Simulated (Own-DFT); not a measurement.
Simulation results for Si$_{12}$O$_{23}$ (quartz with two neutral oxygen vacancies, strained, atoms displaced)

Computed with Own-DFT development build. A calculation, not a measurement: plane-wave PBE and HSE06 DFT by an unreviewed code, no spin, of a simulated cell at Gamma alone, so results move with cell size and shape, stress positive in tension, energies less offsets, not probed for a lower state with spin; oxygen file: force components 24 meV/angstrom off all-electron in a glass; k mesh not checked against a denser one; forces and stress are PBE's, HSE06 gives the energy alone, and its difference from PBE has offsets of its own; offsets are fitted by least squares, one for each functional and potential file, so energies compare only between cells with the same atoms and settings and are not formation energies; the far tail of each file's local potential was reset to the Coulomb form; each entry is a single point on an unrelaxed cell, so the pressure reflects the starting lattice, mostly measured values (interpolated for alloys), from which strain is counted, and rises with the displacements; printed positions are rounded, which can move forces by about a meV/angstrom; the program, named Own-DFT, is a retired in-house code; no spin-orbit coupling.

Common to all runs: first functional PBE; second functional HSE06; exact exchange share 0.25; screening 0.11 1/bohr; exchange divergence Gygi-Baldereschi; potential files PseudoDojo norm-conserving, scalar-relativistic, made for PBE, standard set; wave cutoff 48 hartree; occupations fixed; k mesh 1 x 1 x 1 centred on Gamma.

```json
{"entry": 1, "formula": "Si12O23", "kind": "quartz with two neutral oxygen vacancies, strained, atoms displaced", "structure": {"cell_angstrom": [[9.689, -0.0489, 0.0945], [-4.8868, 8.5562, -0.0284], [0.104, 0.0239, 10.8042]], "atoms_fractional": [["Si", 0.23479, 0.99731, 0.99965], ["Si", 0.00454, 0.23816, 0.33224], ["Si", 0.26915, 0.26424, 0.16439], ["O", 0.20749, 0.12952, 0.06165], ["O", 0.42495, 0.28753, 0.2278], ["O", 0.37394, 0.07193, 0.39157], ["O", 0.0697, 0.37077, 0.44474], ["O", 0.13031, 0.2005, 0.2752], ["O", 0.29707, 0.42697, 0.11097], ["Si", 0.23959, 0.99694, 0.50129], ["Si", 0.99631, 0.22775, 0.83516], ["Si", 0.27007, 0.26754, 0.66818], ["O", 0.20403, 0.12807, 0.56139], ["O", 0.4271, 0.29585, 0.7265], ["O", 0.36894, 0.07651, 0.89413], ["O", 0.07304, 0.3664, 0.94166], ["O", 0.13521, 0.21348, 0.77492], ["O", 0.29329, 0.42664, 0.61037], ["Si", 0.23625, 0.49906, 0.00051], ["Si", 0.0017, 0.73423, 0.3297], ["Si", 0.26643, 0.76425, 0.16217], ["O", 0.20719, 0.6307, 0.06005], ["O", 0.43137, 0.79246, 0.22953], ["O", 0.36662, 0.56905, 0.39347], ["O", 0.06823, 0.86636, 0.4419], ["O", 0.13615, 0.71104, 0.26994], ["O", 0.29008, 0.92651, 0.10761], ["Si", 0.23451, 0.50125, 0.50211], ["Si", 0.99434, 0.72902, 0.83749], ["Si", 0.26281, 0.76403, 0.66746], ["O", 0.21063, 0.63869, 0.55817], ["O", 0.42645, 0.78962, 0.72367], ["O", 0.35951, 0.57601, 0.89722], ["O", 0.07738, 0.86896, 0.93847], ["O", 0.12876, 0.70179, 0.77263], ["O", 0.29585, 0.93202, 0.60179], ["Si", 0.73865, 0.9989, 0.00146], ["Si", 0.498, 0.23033, 0.33412], ["Si", 0.76774, 0.26264, 0.16621], ["O", 0.7065, 0.13457, 0.05994], ["O", 0.92806, 0.2967, 0.2213], ["O", 0.57483, 0.36806, 0.43511], ["O", 0.6376, 0.20881, 0.27559], ["O", 0.79198, 0.42744, 0.10727], ["Si", 0.7356, 0.9986, 0.5002], ["Si", 0.50651, 0.24064, 0.83539], ["Si", 0.76516, 0.26829, 0.66767], ["O", 0.70559, 0.128, 0.55816], ["O", 0.92939, 0.29313, 0.72673], ["O", 0.86786, 0.07196, 0.8933], ["O", 0.57231, 0.36753, 0.94217], ["O", 0.62915, 0.20193, 0.77819], ["O", 0.79571, 0.4294, 0.6087], ["Si", 0.73425, 0.498, 0.99926], ["Si", 0.49741, 0.73266, 0.33145], ["Si", 0.76971, 0.7712, 0.16261], ["O", 0.70718, 0.63913, 0.06015], ["O", 0.92767, 0.78889, 0.22338], ["O", 0.86662, 0.57582, 0.39394], ["O", 0.63753, 0.70199, 0.2752], ["O", 0.79589, 0.9232, 0.10898], ["Si", 0.7297, 0.49304, 0.5052], ["Si", 0.50111, 0.73997, 0.83053], ["Si", 0.77074, 0.76794, 0.66381], ["O", 0.71009, 0.63805, 0.55864], ["O", 0.92752, 0.7923, 0.72648], ["O", 0.86361, 0.57347, 0.89282], ["O", 0.5664, 0.86555, 0.94373], ["O", 0.63662, 0.70336, 0.77332], ["O", 0.79656, 0.93145, 0.60759]]}, "results": {"PBE_energy_of_cell_above_offsets [eV]": "-20.641", "HSE06_less_PBE_above_offsets [eV]": "-0.190", "PBE_pressure [GPa]": 9.19, "PBE_stress_xx [GPa]": -11.72, "PBE_stress_yy [GPa]": -7.32, "PBE_stress_zz [GPa]": -8.53, "PBE_stress_yz [GPa]": 2.11, "PBE_stress_xz [GPa]": 1.51, "PBE_stress_xy [GPa]": 0.06, "force_element": ["Si", "Si", "Si", "O", "O", "O", "O", "O", "O", "Si", "Si", "Si", "O", "O", "O", "O", "O", "O", "Si", "Si", "Si", "O", "O", "O", "O", "O", "O", "Si", "Si", "Si", "O", "O", "O", "O", "O", "O", "Si", "Si", "Si", "O", "O", "O", "O", "O", "Si", "Si", "Si", "O", "O", "O", "O", "O", "O", "Si", "Si", "Si", "O", "O", "O", "O", "O", "Si", "Si", "Si", "O", "O", "O", "O", "O", "O"], "force_x [eV/angstrom]": [0.361, -3.826, -1.068, -0.835, 0.746, -0.882, -0.261, 2.256, -0.501, -4.082, -0.427, -1.904, 0.007, 3.055, 0.519, -0.659, 1.759, -0.384, -1.045, -1.908, 1.043, -0.862, -2.678, 0.333, 0.769, 1.364, 1.032, 0.495, 0.422, -0.078, -0.51, -0.375, 3.095, -1.303, 0.15, 3.558, -2.006, 0.75, -2.123, 0.518, 3.116, -0.695, 0.408, 0.344, 0.923, -3.689, 1.456, -2.158, -0.738, -0.214, -0.764, 3.048, 0.451, -1.337, 3.464, 1.35, 0.723, 0.241, -0.035, -0.629, -1.907, -0.205, 1.092, -0.778, -0.026, 1.48, 0.208, 0.747, -1.298, 0.912], "force_y [eV/angstrom]": [0.927, -1.525, -0.59, 0.439, 0.458, -2.424, -0.339, 0.0, 0.704, 1.236, 4.2, -1.53, 1.168, 0.403, 0.144, -1.171, -0.948, 0.99, -2.37, 0.707, 0.745, 0.539, 1.015, -0.223, 0.077, -0.832, -0.34, -0.9, 3.496, 1.473, 0.181, 0.842, 2.429, -1.679, -0.299, -3.304, -0.727, 2.146, 1.44, -1.463, 0.515, -0.307, -0.552, -0.403, -1.044, -0.736, -2.247, 3.001, -0.023, -2.295, 0.017, -0.019, -0.407, 1.198, 1.084, -4.212, -2.0, 0.788, -1.078, 0.148, 4.714, 2.866, -1.762, 0.254, -1.223, 0.224, -1.881, 0.67, 0.167, -0.556], "force_z [eV/angstrom]": [0.35, 2.68, 0.767, -0.191, -0.103, 1.124, -0.706, -1.273, -0.844, -3.423, -0.298, -1.981, 0.626, 1.469, -0.655, -0.237, -0.222, -0.715, 2.49, 2.214, 0.658, 0.265, -2.95, -0.395, -0.414, 0.229, 0.388, 0.522, -1.839, -1.323, 0.003, -0.688, -3.734, -0.656, 0.521, 4.474, 1.002, -0.963, -0.393, -1.163, 1.227, 0.935, -0.012, 0.029, -4.943, 0.147, -0.532, 2.328, -0.058, 0.401, 0.112, -1.733, 1.081, 3.009, 3.335, 3.359, -2.017, -0.636, 0.6, -0.009, -2.366, -2.652, 1.639, -0.185, -0.526, 0.867, -0.154, 0.08, 0.838, 1.225]}}
{"entry": 2, "formula": "Si12O23", "kind": "quartz with two neutral oxygen vacancies, strained, atoms displaced", "structure": {"cell_angstrom": [[9.8277, -0.0131, 0.1911], [-4.9252, 8.5723, 0.041], [0.2103, 0.1734, 10.706]], "atoms_fractional": [["Si", 0.23795, 0.00357, 0.00279], ["Si", 0.99489, 0.23462, 0.3328], ["Si", 0.26295, 0.26528, 0.15839], ["O", 0.21298, 0.13862, 0.05759], ["O", 0.42902, 0.29256, 0.22518], ["O", 0.36745, 0.07782, 0.39296], ["O", 0.06787, 0.36534, 0.43922], ["O", 0.13622, 0.20673, 0.27598], ["O", 0.29686, 0.43353, 0.10438], ["Si", 0.23552, 0.00247, 0.50239], ["Si", 0.9935, 0.23339, 0.83387], ["Si", 0.26771, 0.26277, 0.66806], ["O", 0.20368, 0.1317, 0.5648], ["O", 0.43387, 0.29544, 0.72287], ["O", 0.36463, 0.07418, 0.89606], ["O", 0.07571, 0.36773, 0.9428], ["O", 0.13506, 0.21398, 0.77206], ["O", 0.28526, 0.42867, 0.611], ["Si", 0.23753, 0.49991, 0.00148], ["Si", 0.99842, 0.74249, 0.33185], ["Si", 0.26826, 0.76656, 0.1722], ["O", 0.20932, 0.63471, 0.06101], ["O", 0.42422, 0.79374, 0.22597], ["O", 0.36708, 0.5779, 0.3924], ["O", 0.07268, 0.86647, 0.441], ["O", 0.13117, 0.70205, 0.27485], ["O", 0.28857, 0.92635, 0.10698], ["Si", 0.23724, 0.50193, 0.50303], ["Si", 0.99298, 0.73422, 0.83819], ["Si", 0.26405, 0.76161, 0.67053], ["O", 0.20701, 0.63472, 0.55632], ["O", 0.42885, 0.79866, 0.72644], ["O", 0.3647, 0.57468, 0.89599], ["O", 0.07675, 0.86932, 0.94081], ["O", 0.12992, 0.70298, 0.77489], ["O", 0.28913, 0.92181, 0.6085], ["Si", 0.73355, 0.99605, 0.0005], ["Si", 0.49881, 0.23754, 0.33216], ["Si", 0.75918, 0.25461, 0.1648], ["O", 0.70345, 0.12749, 0.06478], ["O", 0.9335, 0.29604, 0.22359], ["O", 0.5678, 0.36554, 0.43941], ["O", 0.6334, 0.20047, 0.27274], ["O", 0.79265, 0.42585, 0.10552], ["Si", 0.7325, 0.00538, 0.5005], ["Si", 0.49796, 0.23084, 0.83273], ["Si", 0.76865, 0.26467, 0.66783], ["O", 0.70613, 0.13429, 0.55806], ["O", 0.92347, 0.28868, 0.72417], ["O", 0.87088, 0.07694, 0.89078], ["O", 0.56809, 0.36128, 0.94203], ["O", 0.63449, 0.20388, 0.77422], ["O", 0.79176, 0.42252, 0.60507], ["Si", 0.73601, 0.50182, 0.00149], ["Si", 0.49316, 0.7309, 0.33816], ["Si", 0.7659, 0.76986, 0.1683], ["O", 0.70523, 0.63558, 0.06342], ["O", 0.92819, 0.7903, 0.22418], ["O", 0.86536, 0.57335, 0.39461], ["O", 0.63361, 0.70608, 0.2761], ["O", 0.79084, 0.92401, 0.10688], ["Si", 0.73342, 0.49956, 0.49879], ["Si", 0.49427, 0.73849, 0.83002], ["Si", 0.76521, 0.76423, 0.66028], ["O", 0.70105, 0.62519, 0.55622], ["O", 0.92768, 0.79153, 0.72661], ["O", 0.85745, 0.56859, 0.89286], ["O", 0.57634, 0.86866, 0.93549], ["O", 0.63339, 0.70372, 0.77516], ["O", 0.79053, 0.92737, 0.6053]]}, "results": {"PBE_energy_of_cell_above_offsets [eV]": "-20.033", "HSE06_less_PBE_above_offsets [eV]": "-0.024", "PBE_pressure [GPa]": 8.11, "PBE_stress_xx [GPa]": -7.42, "PBE_stress_yy [GPa]": -6.52, "PBE_stress_zz [GPa]": -10.4, "PBE_stress_yz [GPa]": 6.04, "PBE_stress_xz [GPa]": 5.07, "PBE_stress_xy [GPa]": 0.35, "force_element": ["Si", "Si", "Si", "O", "O", "O", "O", "O", "O", "Si", "Si", "Si", "O", "O", "O", "O", "O", "O", "Si", "Si", "Si", "O", "O", "O", "O", "O", "O", "Si", "Si", "Si", "O", "O", "O", "O", "O", "O", "Si", "Si", "Si", "O", "O", "O", "O", "O", "Si", "Si", "Si", "O", "O", "O", "O", "O", "O", "Si", "Si", "Si", "O", "O", "O", "O", "O", "Si", "Si", "Si", "O", "O", "O", "O", "O", "O"], "force_x [eV/angstrom]": [-1.995, -0.029, 1.728, -0.911, -1.945, 0.018, 1.2, -0.205, 1.842, -0.541, 2.445, 0.5, -0.034, -0.688, 1.573, -0.632, -0.803, 1.928, -4.102, 2.322, -1.329, -0.162, 2.602, -0.68, 0.045, -1.603, 0.97, -2.987, 1.637, -0.046, -0.388, -0.989, 2.04, -0.49, -1.283, -0.161, -0.832, 1.375, 2.526, 0.335, -2.333, 0.556, -2.245, 0.677, 1.809, 0.416, -0.954, -1.652, 1.298, -1.301, 0.521, -0.506, -0.346, -3.857, 2.469, 1.96, 0.394, -1.908, 1.494, -1.0, -0.249, -0.155, 3.2, 0.788, -1.549, -1.388, 2.232, -0.237, -0.889, 0.501], "force_y [eV/angstrom]": [-2.609, -1.94, 1.845, -0.55, 0.367, -1.397, 1.817, -0.322, -1.687, -1.846, 4.819, 1.981, -0.109, -0.169, -0.106, -1.089, -0.998, -1.23, -0.084, -1.923, -0.778, 0.759, 0.479, -4.588, 0.948, -0.134, -0.466, -2.48, 1.059, -0.102, 1.367, 0.547, 1.608, -0.268, -0.76, 0.817, 0.003, 0.967, 4.374, -1.819, -0.053, 0.662, -0.629, -1.261, -1.879, 2.577, -0.074, 1.873, 0.641, -3.757, 0.656, -0.886, 0.641, -2.735, 6.983, -2.475, -0.21, 1.166, 1.467, -0.448, 1.917, -3.453, -0.973, -0.992, 2.853, 0.241, 1.411, 0.31, 0.127, 0.0], "force_z [eV/angstrom]": [0.514, 2.545, 3.12, -0.96, -1.926, 0.184, 1.228, -0.115, 2.068, 0.155, -0.364, -0.936, -0.38, -0.436, -2.177, -0.807, 1.698, 1.068, 0.508, 1.715, -3.359, 0.648, 1.134, 0.994, 0.535, 1.578, 1.263, -1.238, -0.482, -2.395, 1.373, -1.491, -3.098, 0.067, 1.735, -0.397, -0.6, -0.294, 0.208, -2.098, -2.113, 0.533, 2.465, 0.74, -4.703, 0.466, -2.112, 1.659, 0.396, 1.882, 0.268, 1.147, -0.239, 2.449, -1.273, -0.145, -0.343, -1.86, -2.125, 1.192, -0.622, 0.466, 1.641, 0.976, 1.907, -1.243, -2.746, 0.443, -0.116, 0.22]}}
{"entry": 3, "formula": "Si12O23", "kind": "quartz with two neutral oxygen vacancies, strained, atoms displaced", "structure": {"cell_angstrom": [[9.9102, -0.037, 0.1158], [-4.9871, 8.4265, -0.1718], [0.1274, -0.1448, 10.6276]], "atoms_fractional": [["Si", 0.23841, 0.00245, 0.99659], ["Si", 0.00598, 0.23676, 0.33589], ["Si", 0.26883, 0.26485, 0.17228], ["O", 0.20991, 0.13834, 0.06398], ["O", 0.42768, 0.29721, 0.22372], ["O", 0.37043, 0.0732, 0.39287], ["O", 0.07656, 0.36663, 0.44266], ["O", 0.13914, 0.21137, 0.26955], ["O", 0.29373, 0.42418, 0.10782], ["Si", 0.23333, 0.99932, 0.50166], ["Si", 0.01409, 0.24247, 0.83673], ["Si", 0.2697, 0.26633, 0.66872], ["O", 0.21086, 0.13938, 0.56213], ["O", 0.42294, 0.29151, 0.72481], ["O", 0.37121, 0.07932, 0.89247], ["O", 0.07345, 0.35923, 0.94211], ["O", 0.12843, 0.20465, 0.77417], ["O", 0.29338, 0.42639, 0.60922], ["Si", 0.23511, 0.49966, 0.00386], ["Si", 0.99859, 0.7384, 0.33667], ["Si", 0.26913, 0.76167, 0.16314], ["O", 0.20991, 0.64099, 0.05803], ["O", 0.42816, 0.79168, 0.22834], ["O", 0.36569, 0.57153, 0.39356], ["O", 0.07251, 0.86745, 0.44076], ["O", 0.13413, 0.71141, 0.27594], ["O", 0.29604, 0.92698, 0.10382], ["Si", 0.23863, 0.50765, 0.50072], ["Si", 0.00429, 0.73555, 0.83377], ["Si", 0.27079, 0.76838, 0.6637], ["O", 0.2051, 0.63347, 0.55789], ["O", 0.43186, 0.79625, 0.72711], ["O", 0.35845, 0.56545, 0.8934], ["O", 0.06695, 0.86768, 0.93346], ["O", 0.12942, 0.70764, 0.77193], ["O", 0.28668, 0.92254, 0.60343], ["Si", 0.73129, 0.00236, 0.99768], ["Si", 0.4995, 0.23409, 0.32704], ["Si", 0.76373, 0.26169, 0.16554], ["O", 0.70906, 0.13362, 0.05447], ["O", 0.92672, 0.28516, 0.22537], ["O", 0.86447, 0.07119, 0.39164], ["O", 0.57116, 0.37067, 0.44124], ["O", 0.63139, 0.2058, 0.27309], ["O", 0.78998, 0.42643, 0.10736], ["Si", 0.74152, 0.00242, 0.49686], ["Si", 0.50288, 0.23616, 0.83202], ["Si", 0.77062, 0.27019, 0.66951], ["O", 0.70604, 0.13175, 0.5586], ["O", 0.86437, 0.07554, 0.89012], ["O", 0.572, 0.36441, 0.94702], ["O", 0.79338, 0.42556, 0.60702], ["Si", 0.72941, 0.49915, 0.00088], ["Si", 0.49586, 0.73588, 0.33235], ["Si", 0.76502, 0.76538, 0.16966], ["O", 0.70212, 0.63265, 0.06013], ["O", 0.92794, 0.79015, 0.22283], ["O", 0.87308, 0.57841, 0.39298], ["O", 0.5755, 0.86339, 0.44165], ["O", 0.63664, 0.711, 0.27535], ["O", 0.78972, 0.92074, 0.10784], ["Si", 0.73486, 0.50641, 0.49496], ["Si", 0.49569, 0.72453, 0.8334], ["Si", 0.76067, 0.76756, 0.66846], ["O", 0.70513, 0.63209, 0.56249], ["O", 0.92769, 0.79503, 0.72396], ["O", 0.86636, 0.57502, 0.89287], ["O", 0.57227, 0.86037, 0.94095], ["O", 0.63387, 0.70298, 0.77413], ["O", 0.79958, 0.92941, 0.60778]]}, "results": {"PBE_energy_of_cell_above_offsets [eV]": "-18.300", "HSE06_less_PBE_above_offsets [eV]": "-0.471", "PBE_pressure [GPa]": 12.46, "PBE_stress_xx [GPa]": -7.8, "PBE_stress_yy [GPa]": -15.71, "PBE_stress_zz [GPa]": -13.87, "PBE_stress_yz [GPa]": -7.07, "PBE_stress_xz [GPa]": 5.29, "PBE_stress_xy [GPa]": -1.05, "force_element": ["Si", "Si", "Si", "O", "O", "O", "O", "O", "O", "Si", "Si", "Si", "O", "O", "O", "O", "O", "O", "Si", "Si", "Si", "O", "O", "O", "O", "O", "O", "Si", "Si", "Si", "O", "O", "O", "O", "O", "O", "Si", "Si", "Si", "O", "O", "O", "O", "O", "O", "Si", "Si", "Si", "O", "O", "O", "O", "Si", "Si", "Si", "O", "O", "O", "O", "O", "O", "Si", "Si", "Si", "O", "O", "O", "O", "O", "O"], "force_x [eV/angstrom]": [-1.532, -1.187, 0.141, 0.607, 2.684, -0.606, -0.465, -2.759, -0.611, 0.464, -7.132, -2.447, -0.037, 2.208, -0.299, -0.192, 4.676, -0.86, 0.125, 0.792, -2.402, 0.312, -1.33, 0.842, -0.755, 1.5, 0.055, 2.009, -4.556, -0.673, -1.43, -0.47, 0.947, 1.309, 4.233, 0.833, 4.502, -1.518, 0.879, -2.589, -0.679, 2.467, -0.563, 1.413, 0.524, -1.259, 3.123, 0.182, -0.398, 0.584, -1.908, -1.164, 2.953, 2.571, 1.127, -0.683, 0.053, -0.686, -0.485, -1.517, -1.452, 2.164, -0.298, 3.87, -1.222, -0.114, -0.248, -0.961, -1.666, -0.995], "force_y [eV/angstrom]": [-1.202, -1.4, 2.53, -2.819, 0.358, -0.653, 0.812, -1.57, 1.361, 1.312, -4.783, 1.824, -2.624, 0.684, -2.022, 5.074, -0.865, 1.43, -1.409, -0.088, 4.786, -4.377, 0.657, 0.262, 1.956, -0.021, 0.091, -3.755, -1.825, 0.367, 1.013, -0.433, 0.163, 4.43, -0.331, 0.453, -3.386, 0.943, 2.335, 1.798, 0.228, 1.33, -1.042, -0.601, -0.411, -1.992, 1.417, -0.842, 0.239, 0.055, -1.32, 2.16, 1.207, -1.189, 0.592, -0.149, 0.228, -2.29, 0.887, -0.987, 2.56, -2.215, 1.154, 1.046, 0.464, -0.375, -1.097, -0.265, -1.127, 1.261], "force_z [eV/angstrom]": [1.501, -1.971, -2.693, -2.716, 1.21, 0.097, 1.165, 3.723, -0.198, -0.825, -4.123, 0.775, -2.563, 1.65, -0.022, 5.503, -2.08, -0.627, 1.291, -4.109, 4.947, -4.001, -1.749, -1.333, 2.027, -0.927, -0.15, 1.122, -3.05, 2.475, 0.166, -0.226, -1.35, 4.082, -1.833, 0.809, -0.173, 1.91, 0.585, 0.941, -0.2, -2.529, -1.23, -0.47, 0.521, 3.277, -3.353, 3.202, 0.075, -0.455, -0.59, -1.904, 0.332, 0.324, -0.681, -0.27, 0.412, 0.509, 1.2, 1.636, -1.562, 2.099, -0.758, 0.001, -0.584, 0.276, 0.431, 0.383, 1.662, -1.012]}}
{"entry": 4, "formula": "Si12O23", "kind": "quartz with two neutral oxygen vacancies, strained, atoms displaced", "structure": {"cell_angstrom": [[9.7818, 0.1309, 0.0836], [-4.7775, 8.5723, 0.04], [0.092, 0.1039, 10.8439]], "atoms_fractional": [["Si", 0.23423, 0.99772, 0.00181], ["Si", 0.00411, 0.23506, 0.33439], ["Si", 0.26681, 0.27336, 0.16726], ["O", 0.20585, 0.13206, 0.0666], ["O", 0.42924, 0.29322, 0.22524], ["O", 0.36667, 0.07105, 0.39225], ["O", 0.07533, 0.36456, 0.44106], ["O", 0.1319, 0.20646, 0.27456], ["O", 0.29151, 0.4251, 0.10585], ["Si", 0.23044, 0.99627, 0.5023], ["Si", 0.99893, 0.23236, 0.83143], ["Si", 0.2628, 0.26687, 0.67368], ["O", 0.20832, 0.12956, 0.5573], ["O", 0.42945, 0.29243, 0.72543], ["O", 0.3705, 0.07632, 0.89532], ["O", 0.07527, 0.36133, 0.94357], ["O", 0.13157, 0.20671, 0.77069], ["O", 0.2941, 0.43051, 0.60953], ["Si", 0.23402, 0.49968, 0.00137], ["Si", 0.99892, 0.73526, 0.3358], ["Si", 0.2665, 0.76557, 0.17259], ["O", 0.20741, 0.63562, 0.06047], ["O", 0.42502, 0.79473, 0.22441], ["O", 0.36893, 0.57226, 0.39321], ["O", 0.07299, 0.86598, 0.44318], ["O", 0.13165, 0.70779, 0.27251], ["O", 0.29698, 0.93042, 0.1047], ["Si", 0.23764, 0.50238, 0.5011], ["Si", 0.00283, 0.74263, 0.82972], ["Si", 0.26551, 0.76595, 0.66668], ["O", 0.20932, 0.63386, 0.56013], ["O", 0.42693, 0.78927, 0.72496], ["O", 0.37197, 0.57535, 0.89281], ["O", 0.06778, 0.85868, 0.94118], ["O", 0.13139, 0.71382, 0.77226], ["O", 0.29436, 0.92961, 0.60904], ["Si", 0.73744, 0.00067, 0.99547], ["Si", 0.50456, 0.23763, 0.32908], ["Si", 0.76808, 0.26839, 0.16339], ["O", 0.69995, 0.13052, 0.05915], ["O", 0.9271, 0.29327, 0.22574], ["O", 0.86614, 0.07594, 0.39237], ["O", 0.56749, 0.35933, 0.4402], ["O", 0.63586, 0.20948, 0.27457], ["O", 0.7959, 0.42856, 0.1073], ["Si", 0.73315, 0.00102, 0.50616], ["Si", 0.50024, 0.23682, 0.83153], ["Si", 0.76544, 0.26623, 0.66921], ["O", 0.70784, 0.13523, 0.55869], ["O", 0.92831, 0.29588, 0.72202], ["O", 0.86919, 0.07964, 0.89063], ["O", 0.56917, 0.36017, 0.94387], ["O", 0.6351, 0.21251, 0.77528], ["O", 0.79072, 0.42402, 0.61166], ["Si", 0.73726, 0.49776, 0.00167], ["Si", 0.5011, 0.73451, 0.33342], ["Si", 0.76352, 0.76603, 0.1674], ["O", 0.70642, 0.63213, 0.05914], ["O", 0.86803, 0.57417, 0.38873], ["O", 0.58057, 0.86715, 0.4429], ["O", 0.6283, 0.70206, 0.27214], ["Si", 0.7329, 0.49815, 0.49697], ["Si", 0.50538, 0.73898, 0.83152], ["Si", 0.76509, 0.7654, 0.66224], ["O", 0.70567, 0.63067, 0.55636], ["O", 0.92879, 0.79686, 0.72871], ["O", 0.86831, 0.57737, 0.89444], ["O", 0.57228, 0.86421, 0.94248], ["O", 0.63283, 0.70044, 0.77441], ["O", 0.79708, 0.92893, 0.60361]]}, "results": {"PBE_energy_of_cell_above_offsets [eV]": "-21.243", "HSE06_less_PBE_above_offsets [eV]": "0.365", "PBE_pressure [GPa]": 4.9, "PBE_stress_xx [GPa]": -8.76, "PBE_stress_yy [GPa]": -1.79, "PBE_stress_zz [GPa]": -4.16, "PBE_stress_yz [GPa]": 3.35, "PBE_stress_xz [GPa]": 3.19, "PBE_stress_xy [GPa]": 3.74, "force_element": ["Si", "Si", "Si", "O", "O", "O", "O", "O", "O", "Si", "Si", "Si", "O", "O", "O", "O", "O", "O", "Si", "Si", "Si", "O", "O", "O", "O", "O", "O", "Si", "Si", "Si", "O", "O", "O", "O", "O", "O", "Si", "Si", "Si", "O", "O", "O", "O", "O", "O", "Si", "Si", "Si", "O", "O", "O", "O", "O", "O", "Si", "Si", "Si", "O", "O", "O", "O", "Si", "Si", "Si", "O", "O", "O", "O", "O", "O"], "force_x [eV/angstrom]": [-1.624, -3.191, 2.172, -0.27, -1.516, 0.128, 0.455, 2.728, -0.224, 1.92, -1.076, 3.279, -2.179, -1.959, -0.467, -0.098, -0.43, 0.659, -0.261, -2.384, -1.146, -0.195, 2.482, 0.17, -0.409, 0.057, 1.236, -0.65, -1.438, 0.366, -1.051, -0.668, -0.572, 0.965, 3.157, 0.703, -0.318, -2.382, 0.604, 0.378, 0.248, -0.226, 0.998, 2.58, 0.574, 0.421, -0.519, 0.184, -1.24, 1.236, -0.123, 0.854, 1.669, -1.209, -2.085, -1.594, 2.001, -0.423, -0.495, -0.8, 0.771, 0.477, -0.99, 0.929, -0.741, -2.879, 0.532, 0.139, 1.552, 1.209], "force_y [eV/angstrom]": [0.339, 0.338, -3.911, 0.227, 0.711, 0.39, 1.142, -0.179, 2.027, 0.366, 3.491, -0.05, 3.719, 0.486, -0.541, -0.211, -1.503, -0.932, 0.766, 2.06, 0.517, 0.454, 0.096, 0.347, -0.875, -0.64, -1.919, -1.939, -2.284, -0.149, 1.337, 0.543, -0.355, 2.726, -0.839, -0.724, -2.272, -1.974, -2.075, 0.6, 0.113, -0.481, 2.017, -0.251, 0.209, 0.282, 0.002, -1.322, 1.686, -0.199, -1.653, 1.219, -0.989, 2.044, 0.035, 1.421, 1.565, 0.383, -1.871, -1.231, -0.651, -2.256, -1.019, -1.066, 1.633, 0.724, 0.265, 0.558, 0.428, -0.908], "force_z [eV/angstrom]": [-1.473, 1.152, 0.891, -0.271, -1.182, -0.259, 0.57, -1.143, -0.191, -2.288, 0.703, -4.947, 3.015, -1.302, -0.273, -0.808, 1.728, 0.814, -1.903, -1.367, -3.849, 0.754, 1.81, -0.387, -0.238, 0.782, 1.853, -1.084, 3.389, -0.26, 0.694, -0.749, 0.482, 1.7, -1.222, 0.549, 2.842, 2.469, 0.935, 0.291, -0.115, 0.666, 1.056, -1.363, 0.487, -4.015, 2.945, -1.193, 1.75, 0.966, -0.148, 0.401, -0.184, -2.008, -2.198, 1.382, -1.501, 0.706, 1.189, -0.904, -0.027, -0.158, 1.928, 0.976, 1.013, -2.885, -0.85, -0.667, -1.313, 1.838]}}
```
